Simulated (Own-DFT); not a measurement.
# Computed records: InGa3P4 (zincblende random alloy, strained, atoms displaced), Al3GaN4 (wurtzite random alloy, atoms displaced)

All values are calculated (Own-DFT development build). A calculation, not a measurement: plane-wave PBE density functional theory by an unreviewed code, no spin, of a simulated periodic cell, stress positive in tension, free energy of the whole cell less one offset for each atom, forces on such cells passed a denser k mesh, this cell's mesh not checked; offsets are fitted by least squares, one for each functional and potential file, so energies compare only between cells with the same atoms and settings and are not formation energies; the far tail of each file's local potential was reset to the Coulomb form; each entry is a single point on an unrelaxed cell, so the pressure reflects the starting lattice, mostly measured values, from which strain is counted, and rises with the displacements; printed positions are rounded, which can move forces by about a meV/angstrom; the program is a retired in-house code; no spin-orbit coupling.

Settings shared by all entries: functional PBE; potential files PseudoDojo norm-conserving, scalar-relativistic, standard set; wave cutoff 42 hartree; occupations Fermi-Dirac; smearing width 0.1 eV.

(1) 
```xyz
64
Lattice="11.3066 0.0000 0.0000 0.0000 11.3066 0.0000 0.0000 0.0000 10.9332" Properties=species:S:1:pos:R:3:force_x:R:1:force_y:R:1:force_z:R:1 formula=InGa3P4 k_mesh=3_x_3_x_3_centred_on_Gamma free_energy_of_cell_above_offsets=-29.450 pressure=2.82 stress_xx=-2.24 stress_yy=-2.2 stress_zz=-4.04 stress_yz=-0.02 stress_xz=-0.04 stress_xy=-0.26
Ga     0.0164     0.0489    10.9120     -0.351     -0.369      0.245
Ga     0.0254     2.8497     2.7387     -0.403     -0.312      0.027
Ga     2.7829     0.0082     2.7170      0.223      -0.03     -0.044
Ga     2.8633     2.8030    10.9212     -0.691      0.038     -0.411
P      1.4254     1.4246     1.3113     -0.111      0.111      0.461
P      1.4095     4.3023     4.1302      1.184     -1.932     -1.149
P      4.2528     1.3954     4.0821     -1.184      1.492     -1.207
P      4.1431     4.1718     1.3301      1.049       0.58      0.752
In    11.2927     0.0044     5.4426     -1.069     -1.382      0.625
Ga    11.2480     2.7983     8.2686      0.498      0.122      -1.02
Ga     2.7375     0.0349     8.1910      0.992     -0.348     -0.232
Ga     2.8453     2.8868     5.4569      -0.21     -0.701      0.145
P      1.3829     1.2795     6.7455      1.684      2.922      2.019
P      1.4153     4.2251     9.5250     -0.104      -0.02      0.505
P      4.2478     1.4641     9.5607     -1.836     -2.638      1.635
P      4.2315     4.1871     6.9197     -1.498      0.842     -1.359
Ga    11.2689     5.6638    10.9330      0.157     -0.842      0.095
Ga     0.0326     8.5290     2.6999      -0.13     -0.413     -0.289
Ga     2.7916     5.5957     2.7750      0.506      0.863     -0.463
Ga     2.9497     8.4984    10.8515     -0.809     -0.255      0.584
P      1.3824     7.0101     1.3139      0.626      0.617      0.337
P      1.3424     9.9535     4.0832      1.721     -1.717     -1.104
P      4.2349     7.1428     4.2097     -1.271      0.426     -1.709
P      4.2629     9.8534     1.4029     -0.317      0.737     -0.392
In    11.2856     5.6583     5.3942     -0.026      0.478      1.577
Ga     0.0889     8.4685     8.2072     -0.601      0.059      0.602
Ga     2.8695     5.6108     8.1999     -0.378      0.537      0.177
Ga     2.7567     8.4974     5.5172      0.128      0.313     -0.146
P      1.4166     7.0920     6.8981      0.735     -0.124      0.028
P      1.4422     9.9377     9.6023     -0.111     -0.308     -0.071
P      4.2845     7.1335     9.4925     -1.843     -3.156      2.293
P      4.3005     9.8292     6.7990      -2.54      0.856      0.098
Ga     5.6712     0.0168     0.0299      0.008     -0.055     -0.161
Ga     5.7361     2.7758     2.6810     -0.792      0.611      0.293
In     8.4931    11.2596     2.8168      0.358      0.825     -0.999
Ga     8.5421     2.8006    10.8980     -0.853      0.136     -0.022
P      7.1037     1.4769     1.3446     -0.241     -0.389     -0.676
P      7.0848     4.2557     4.0892      0.615      -1.22     -0.663
P      9.8833     1.3860     4.2224     -0.708      2.773     -1.199
P      9.7902     4.1744     1.3417      1.285      0.516      0.432
In     5.6388     0.0105     5.4270      0.173     -0.118      0.618
In     5.5765     2.8514     8.3186      2.025      -0.18     -1.122
Ga     8.4580    11.2356     8.2078      0.092      0.211      -0.08
Ga     8.4207     2.8343     5.5557      0.325       0.04     -0.401
P      7.0995     1.3743     6.8441      0.646      0.455      0.694
P      7.0246     4.2644     9.6332      1.769      0.254      0.178
P      9.8609     1.4150     9.5594      0.063     -0.598     -0.069
P      9.8797     4.2350     6.8151     -0.809     -0.617      1.358
Ga     5.7002     5.5535     0.0335     -0.853      1.003      0.534
Ga     5.6217     8.5653     2.7793      0.441     -1.109     -0.046
Ga     8.5250     5.6213     2.7622     -0.247       0.34     -0.197
In     8.5210     8.3968    10.9076     -0.572      0.717     -0.018
P      7.1082     7.0322     1.3574     -1.554     -0.825      1.482
P      7.0626     9.8933     4.0992     -0.065     -2.147      0.508
P      9.9227     7.0866     4.0998     -1.282      1.334     -1.319
P      9.8700     9.8689     1.3276      1.905      0.597      0.141
In     5.6554     5.6571     5.4604     -0.169     -0.406      0.442
In     5.6104     8.5066     8.2892      0.992      0.139     -2.057
Ga     8.4863     5.6842     8.3115     -0.405      -0.53     -1.084
Ga     8.4734     8.4549     5.4993      0.003     -0.041      0.019
P      7.0575     7.0714     6.8504      1.655      0.011      0.541
P      7.0453     9.8427     9.5231      0.932      2.468      1.395
P      9.8838     6.9805     9.5946       1.75     -0.166     -1.303
P      9.9003     9.8281     6.9099     -0.506     -0.476      0.173
```

Units: free_energy_of_cell_above_offsets in eV; pressure, stress_xx, stress_yy, stress_zz, stress_yz, stress_xz, stress_xy in GPa; force_x, force_y, force_z in eV/Å.

(2) 
```xyz
64
Lattice="11.3066 0.0000 0.0000 0.0000 11.3066 0.0000 0.0000 0.0000 10.9332" Properties=species:S:1:pos:R:3:force_x:R:1:force_y:R:1:force_z:R:1 formula=InGa3P4 k_mesh=3_x_3_x_3_centred_on_Gamma free_energy_of_cell_above_offsets=-28.422 pressure=3.01 stress_xx=-2.29 stress_yy=-2.3 stress_zz=-4.44 stress_yz=0.78 stress_xz=-0.57 stress_xy=0.43
Ga     0.0463    11.2668     0.0049       0.21      0.578     -0.103
Ga    11.1679     2.9045     2.7107      1.084     -0.171      0.603
Ga     2.7739     0.0170     2.7435       1.03       -0.3      0.014
In     2.7840     2.7544    10.8884      1.067      0.307      0.175
P      1.4503     1.4840     1.4836     -1.743     -1.224      0.318
P      1.5456     4.2467     4.1445     -3.719      2.454      -2.57
P      4.3419     1.2497     4.1544       -2.6      3.103      -3.08
P      4.2680     4.2760     1.3086      0.347       0.39       0.88
In     0.0008     0.0396     5.4721     -0.608     -0.409     -0.088
Ga     0.0143     2.7608     8.1619      0.125      0.559     -0.039
Ga     2.7753    11.2345     8.1123      0.954      0.465      0.378
In     2.7420     2.9301     5.4863       2.16     -2.583      0.727
P      1.4366     1.3744     6.8197      0.146       0.43      1.678
P      1.3809     4.2111     9.5932       0.11     -0.189      -2.23
P      4.2937     1.4129     9.5017      0.073     -1.669     -0.242
P      4.2443     4.2007     6.8612     -0.001      0.288      1.944
In     0.0123     5.6705    10.8749     -0.837     -1.009      0.361
Ga    11.2893     8.4924     2.7966     -0.026      0.106     -0.439
Ga     2.7995     5.6559     2.7270      0.413     -0.124     -0.419
Ga     2.7763     8.4693     0.0406      0.351      0.066     -0.123
P      1.3090     7.0072     1.3685      1.689      1.805      1.549
P      1.4141     9.9241     4.1020      0.738     -1.151     -0.868
P      4.2623     7.0261     4.0339     -1.235      1.257     -0.615
P      4.3568     9.8845     1.3250     -1.991     -0.315       0.62
Ga    11.1712     5.7113     5.4538      1.113      -0.69      0.467
In    11.2372     8.5339     8.1794      0.547     -2.085      2.174
Ga     2.8040     5.6612     8.2769      -0.13     -0.096      -0.57
Ga     2.8326     8.4568     5.3920      0.106     -0.056      0.442
P      1.3129     7.1090     6.8555       1.68     -1.475     -1.225
P      1.4424     9.8624     9.4731       0.75      0.925        1.9
P      4.2241     7.0857     9.5578     -0.276      0.032      0.206
P      4.3052     9.9351     6.7915     -2.066      -2.09      1.251
Ga     5.6567    11.2111     0.0336      0.441      1.107     -0.932
Ga     5.7048     2.8189     2.7119     -0.167      0.101      0.241
Ga     8.4773    11.2595     2.7713     -0.226      0.665     -0.089
Ga     8.4172     2.8604     0.0684      0.493     -0.288     -0.523
P      7.0748     1.3958     1.3183     -0.007     -0.341      0.552
P      7.1622     4.3341     4.1329     -1.261     -3.194      0.654
P      9.8799     1.5155     4.1654     -0.936     -0.142     -1.201
P      9.8101     4.2763     1.4261      1.369     -2.037     -1.805
In     5.6372     0.0569     5.5240      2.115     -1.542      0.076
Ga     5.6562     2.7519     8.1663      0.025      0.919      0.618
Ga     8.5090    11.2902     8.1541          0     -0.136      0.573
Ga     8.4894     2.8356     5.5052     -0.651      0.137      0.223
P      7.0175     1.3884     6.8959      2.181      1.103      0.386
P      7.0449     4.2343     9.6331     -0.128      0.026     -0.673
P      9.9576     1.4526     9.5299     -0.672     -0.474      0.678
P      9.8624     4.2122     6.8501      0.181      0.436      0.314
Ga     5.6603     5.7278    10.9015     -0.195     -0.438       0.08
Ga     5.6345     8.4576     2.6874     -0.048     -0.296     -0.045
In     8.5318     5.6098     2.7830     -1.084      1.645     -0.698
Ga     8.4513     8.5312     0.0485     -0.214     -0.501      0.091
P      7.0062     7.0480     1.3765      0.207      0.766     -0.477
P      6.9673     9.8550     4.0000      1.625     -0.507      0.607
P      9.8497     7.0595     4.1049      1.446      1.329      0.483
P      9.8756     9.9437     1.3656      0.418     -0.461      0.226
In     5.6081     5.6196     5.4601      0.324       0.24      0.409
Ga     5.5830     8.4927     8.1983      0.523      0.033     -0.004
Ga     8.4411     5.6994     8.2828     -0.216      -0.62     -0.333
Ga     8.5325     8.4029     5.4430     -1.026      0.781      0.347
P      7.0547     7.0653     6.8600      0.589      0.795      0.556
P      7.0574     9.8579     9.5970      0.154      0.252     -0.561
P      9.8039     7.0144     9.6545     -1.179      1.384     -0.721
P      9.9580     9.8002     6.8625     -3.545      2.128     -2.131
```

Units: free_energy_of_cell_above_offsets in eV; pressure, stress_xx, stress_yy, stress_zz, stress_yz, stress_xz, stress_xy in GPa; force_x, force_y, force_z in eV/Å.

(3) 
```xyz
64
Lattice="11.3066 0.0000 0.0000 0.0000 11.3066 0.0000 0.0000 0.0000 10.9332" Properties=species:S:1:pos:R:3:force_x:R:1:force_y:R:1:force_z:R:1 formula=InGa3P4 k_mesh=3_x_3_x_3_centred_on_Gamma free_energy_of_cell_above_offsets=-30.017 pressure=2.67 stress_xx=-2.13 stress_yy=-1.85 stress_zz=-4.01 stress_yz=-0.14 stress_xz=0.32 stress_xy=0.32
In    11.3047     0.0057    10.8968      1.569     -1.229      1.284
Ga    11.2715     2.8212     2.7923      0.411      0.338     -0.331
Ga     2.7881     0.0315     2.7232      -0.04     -0.542      0.158
Ga     2.8649     2.8359     0.0464     -0.349      0.221     -0.383
P      1.4125     1.4295     1.3840      0.594      0.935      0.632
P      1.4834     4.1934     4.1505     -0.772      0.478     -0.747
P      4.2404     1.3754     4.0828     -1.244      1.795     -1.006
P      4.2536     4.2525     1.4089      0.362     -0.405     -0.314
In    11.2555     0.1371     5.4663      0.171     -1.665      0.227
Ga     0.0535     2.7879     8.1734     -0.549      0.484      0.414
In     2.8457     0.0141     8.1965     -0.114      0.075      0.587
Ga     2.8228     2.8600     5.4647      0.293     -0.728      0.226
P      1.4233     1.3830     6.8754       0.07      2.312     -0.508
P      1.4560     4.2952     9.4754     -0.002     -0.532      0.724
P      4.2493     1.4271     9.5567      0.076     -0.012      2.048
P      4.2029     4.2628     6.8062     -0.656     -0.517      0.436
Ga     0.0194     5.6070     0.0019      0.191      0.554     -0.429
In     0.0513     8.4076     2.6421     -1.592      1.888      0.999
Ga     2.8614     5.5971     2.6951      -0.41      0.869      0.536
Ga     2.8469     8.5627    10.9261     -0.619     -0.313     -0.159
P      1.4254     7.1721     1.3533      2.202     -2.948     -2.135
P      1.3529     9.8747     4.0913      1.755      0.496      0.445
P      4.2594     7.0918     4.1294     -1.469      1.336     -2.043
P      4.1998     9.8964     1.3034      0.351      0.561      0.681
Ga     0.0400     5.5462     5.5274      0.481      1.224     -0.709
Ga    11.2745     8.5118     8.2112      0.202     -0.299      0.037
Ga     2.8863     5.6865     8.1382      -0.35       0.13      0.432
Ga     2.8577     8.4623     5.4933     -0.563      0.306     -0.359
P      1.4369     7.0805     6.8722     -0.317      0.042     -0.331
P      1.4384     9.8982     9.5331      -0.39     -1.682      0.264
P      4.1747     7.1227     9.6210     -0.617     -1.053      0.073
P      4.1687     9.9562     6.8123      0.383      -2.12     -0.369
Ga     5.6542     0.0239     0.0386     -0.007     -0.198     -0.411
Ga     5.7147     2.8331     2.7963     -0.802      0.103     -0.088
Ga     8.3745    11.2935     2.6336      0.298      0.054      0.528
Ga     8.5258     2.7472     0.0232     -0.309      0.864      -0.06
P      7.0087     1.4777     1.3903      0.295     -0.238     -0.423
P      7.0112     4.2759     4.0917      1.346     -0.745     -0.292
P      9.8624     1.4239     4.0681     -1.692      0.846     -1.231
P      9.9150     4.2518     1.3554     -0.108     -0.277      0.325
In     5.6002     0.0613     5.5016       0.83     -0.531     -0.023
In     5.7175     2.7884     8.2160     -0.643      1.684        0.5
Ga     8.4757    11.2944     8.2312     -0.004      0.065      0.321
Ga     8.4607     2.7884     5.4469       0.19      0.738     -0.025
P      7.0746     1.4483     6.8734      2.294     -0.945     -0.706
P      7.1207     4.3377     9.5632      0.253      0.153      0.911
P      9.9250     1.3288     9.6950     -2.056      2.522     -3.063
P      9.9320     4.3111     6.7978     -0.912      -1.19      0.752
Ga     5.5276     5.7079    10.9196      0.921     -0.192      0.208
Ga     5.6616     8.5338     2.6679     -0.445     -0.462     -0.005
Ga     8.4726     5.6562     2.7215      0.163      0.289      0.118
Ga     8.4284     8.4647     0.0206      0.951      0.211     -0.081
P      7.0758     7.1121     1.3283     -0.598     -0.659      0.403
P      6.9462     9.9367     4.0047      1.613     -0.707       0.22
P      9.9444     7.1301     4.0980      -1.12     -1.864      1.091
P      9.8593     9.9603     1.3545      -1.39     -0.916      0.216
In     5.6113     5.7436     5.4769      0.455     -0.973      0.221
In     5.6874     8.4594     8.2619     -0.931      0.782     -0.361
Ga     8.4879     5.7383     8.1997     -0.126     -0.187      -0.53
Ga     8.4942     8.4294     5.4845     -0.034      0.868     -0.658
P      7.0355     7.1657     6.7778      2.001     -0.765      0.442
P      7.1171     9.8465     9.6088      0.236      1.761      0.751
P      9.8607     7.0744     9.5329      0.488      0.219       0.71
P      9.8351     9.8906     6.8941     -0.217     -0.305     -0.139
```

Units: free_energy_of_cell_above_offsets in eV; pressure, stress_xx, stress_yy, stress_zz, stress_yz, stress_xz, stress_xy in GPa; force_x, force_y, force_z in eV/Å.

(4) 
```xyz
72
Lattice="9.3938 0.0000 0.0000 -4.6969 8.1352 0.0000 0.0000 0.0000 10.0655" Properties=species:S:1:pos:R:3:force_x:R:1:force_y:R:1:force_z:R:1 formula=Al3GaN4 k_mesh=4_x_4_x_3_centred_on_Gamma free_energy_of_cell_above_offsets=-20.104 pressure=5.33 stress_xx=-6.1 stress_yy=-4.7 stress_zz=-5.2 stress_yz=0.04 stress_xz=0.42 stress_xy=-0.52
Al     0.0539     1.7556    10.0569     -1.986      0.677      0.112
Ga     1.5956     0.9127     2.4871       0.15     -0.103      0.881
N      0.0048     1.7931     1.9588     -0.593     -0.547     -1.775
N      1.5425     0.9391     4.4417      0.369     -1.117      0.388
Al     0.0537     1.8294     5.0292      -1.06      0.179      0.522
Al     1.6381     0.9678     7.5509     -2.014     -1.528     -0.009
N     -0.0303     1.8311     6.9471      0.714     -0.676     -0.113
N      1.5410     0.8906     9.4801      0.801      0.612     -0.396
Al    -1.5441     4.4981    10.0529     -0.903      0.727      0.166
Ga     0.0303     3.5834     2.4865     -0.302      1.084      0.768
N     -1.6161     4.4947     1.9068      0.872      0.935     -0.468
N      0.0562     3.6347     4.4604     -2.075     -0.533       0.03
Al    -1.6244     4.5469     5.0468       1.21     -0.286      0.095
Ga     0.0017     3.6726     7.5730     -0.465     -0.899     -0.201
N     -1.5804     4.5701     6.9871     -0.934     -0.589     -0.903
N     -0.0125     3.6042     9.5011        0.5     -0.258      0.658
Al    -3.1608     7.2930     0.0205      0.769     -1.446      0.098
Al    -1.5746     6.3296     2.4787      0.181     -0.258      0.604
N     -3.1248     7.2335     1.9662     -0.585      -1.07     -1.198
N     -1.5361     6.2899     4.3973     -1.062      0.472     -0.064
Al    -3.1396     7.2266     5.0345      0.605      0.016      0.237
Al    -1.6075     6.3014     7.6029      0.316      1.591      -0.93
N     -3.1360     7.2521     6.9762      0.383      0.416      -0.64
N     -1.5722     6.3712     9.4387      0.107     -0.691      1.577
Al     3.0986     1.7870     0.0261      1.044      0.514     -0.107
Ga     4.7259     0.9191     2.5848      -0.27      0.201     -1.146
N      3.1548     1.8169     1.9230     -0.157      1.083      -0.46
N      4.6903     0.9391     4.4519      0.248      0.522      1.178
Al     3.0928     1.7887     4.9827      0.519      0.747      0.727
Al     4.7448     0.9902     7.5524       -1.7     -1.905      0.665
N      3.0997     1.8028     6.9375      1.375      1.026     -0.304
N      4.6873     0.9070     9.5131     -0.031      0.241     -0.808
Al     1.5381     4.5090     0.0124      0.875      0.553     -0.506
Al     3.1421     3.6758     2.4959     -0.086     -1.794      0.994
N      1.6284     4.4657     1.8765     -0.907      1.764      0.043
N      3.1308     3.6149     4.4426     -1.202     -0.423     -0.515
Al     1.4989     4.5047     5.0631      2.085      0.786     -0.609
Al     3.0977     3.6271     7.5481       0.75     -0.253     -0.038
N      1.5641     4.5362     6.9256      0.666     -0.165      0.312
N      3.1273     3.6171     9.4630     -0.978     -0.338     -0.503
Al     0.0330     7.2320     0.0014     -0.939      0.631     -0.004
Al     1.5521     6.3378     2.5004      0.348     -0.179      0.131
N     -0.0316     7.2660     1.9364      0.718     -1.637     -0.688
N      1.6181     6.3094     4.4316      0.183     -0.116     -0.595
Ga     0.0356     7.2476     5.0585      -0.42      -0.53     -0.094
Al     1.5736     6.2629     7.5536     -0.803      1.795      0.251
N     -0.0336     7.2267     6.9586      0.617      0.194      1.373
N      1.5847     6.4178     9.4789     -1.325     -2.696     -0.512
Al     6.2990     1.7579    10.0417     -0.817      0.678        0.4
Al     7.8683     0.9361     2.5429      -0.94     -0.793     -0.353
N      6.2665     1.8072     1.9003      1.553       0.37      0.104
N      7.8303     0.9027     4.4447      0.281      0.523      0.052
Al     6.2742     1.8197     5.0357     -0.228     -0.176      0.404
Al     7.8303     0.8987     7.5398      -0.16     -0.297     -0.445
N      6.2268     1.8262     6.9738       1.39      0.642     -0.834
N      7.7856     0.8625     9.3846      1.376      1.365       1.11
Ga     4.7372     4.5440     0.0186     -0.516     -0.458     -0.382
Al     6.3114     3.6169     2.5327     -1.628     -0.506     -0.399
N      4.6393     4.4734     1.8962      1.892      1.102      1.567
N      6.2464     3.6062     4.4422      1.796     -0.806     -0.643
Ga     4.7214     4.4798     5.0227     -1.162      0.457      0.508
Al     6.2419     3.6521     7.5628      0.348     -0.378      0.363
N      4.7107     4.5484     6.9558     -0.515     -2.314      0.306
N      6.2742     3.6021     9.4856      0.958     -0.508     -0.747
Ga     3.1505     7.2092     0.0153      0.352      0.545     -0.433
Al     4.6574     6.3123     2.5322      1.191     -0.488     -0.043
N      3.1985     7.2214     1.8940      -1.35      0.677      1.815
N      4.7459     6.2751     4.4221     -0.794      1.806     -0.157
Al     3.1394     7.2651     5.0183      0.415     -1.273      0.757
Ga     4.6475     6.2785     7.5571      1.231      1.553      0.236
N      3.1084     7.1754     7.0184     -0.896      1.513     -1.884
N      4.7285     6.3543     9.4709      0.615      0.035      0.477
```

Units: free_energy_of_cell_above_offsets in eV; pressure, stress_xx, stress_yy, stress_zz, stress_yz, stress_xz, stress_xy in GPa; force_x, force_y, force_z in eV/Å.
